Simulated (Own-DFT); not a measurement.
# What random displacements cost in beta-Si3N4, 42 atoms (N24Si18)

Calculated results; nothing here was measured. The program, named Own-DFT, is a retired in-house plane-wave density functional code that no person has reviewed. Each row is one single-point run on a periodic cell that was not relaxed, without spin or spin-orbit coupling.

Settings of every run: PBE; PseudoDojo norm-conserving scalar-relativistic files; cutoff 42 hartree; 3 x 3 x 3 k mesh centred on Gamma; Fermi-Dirac smearing of 0.1 eV.

Known limits, some of them of some rows only: some atoms lie very close together; forces on such cells passed a denser k mesh, each cell not checked; stress not checked against mesh or cutoff.

Cell vectors in Å: (7.606, 0.000, 0.000); (-3.803, 6.587, 0.000); (0.000, 0.000, 8.727). In each run every atom was moved at random and independently from its ideal site; u is the rms move along one axis. E is the free energy for each atom above the fitted value at u = 0, and F the rms of the force components.

```
run,u (Å),E (meV/atom),F (eV/Å),largest force (eV/Å),P (GPa)
1,0.0196,17.1,0.835,2.93,5.49
2,0.0208,20.0,0.908,3.68,5.50
3,0.0474,118.7,2.198,7.88,8.20
4,0.0477,?,?,?,?
5,0.0577,163.6,2.545,9.91,9.00
6,0.0963,432.0,4.291,15.60,16.26
7,0.0972,434.0,4.420,16.83,16.83
8,0.1051,493.1,4.597,16.50,17.99
9,0.1499,916.9,7.263,42.88,29.07
```

## Worked fit

For small independent moves the energy grows as E = (3/2) K u², with K the mean stiffness felt by one atom. The runs with u up to 0.11 Å give K = 31.5 ± 0.9 eV/Å², with residuals divided by u² + 0.0006 Å², since the noise grows with the moves. The scatter is 7.8 meV/atom at u = 0.05 Å. The forces follow F = G u with G = 44.4 eV/Å²; no force at u = 0 is resolved. G exceeds K because the moves of its neighbours add to the force on an atom, and stiffness differs between atoms. At u = 0.150 Å the parabola gives 1064 meV/atom and the run 917. The pressure follows P = 5.14 + 1198 u² GPa: at fixed volume, shortened bonds push harder than stretched ones pull.

## Withheld run

Question: what energy and rms force should run 4 give?

The fit gives 108 ± 8 meV/atom and about 2.12 eV/Å. The calculation gave 97.9 meV/atom and 1.877 eV/Å.
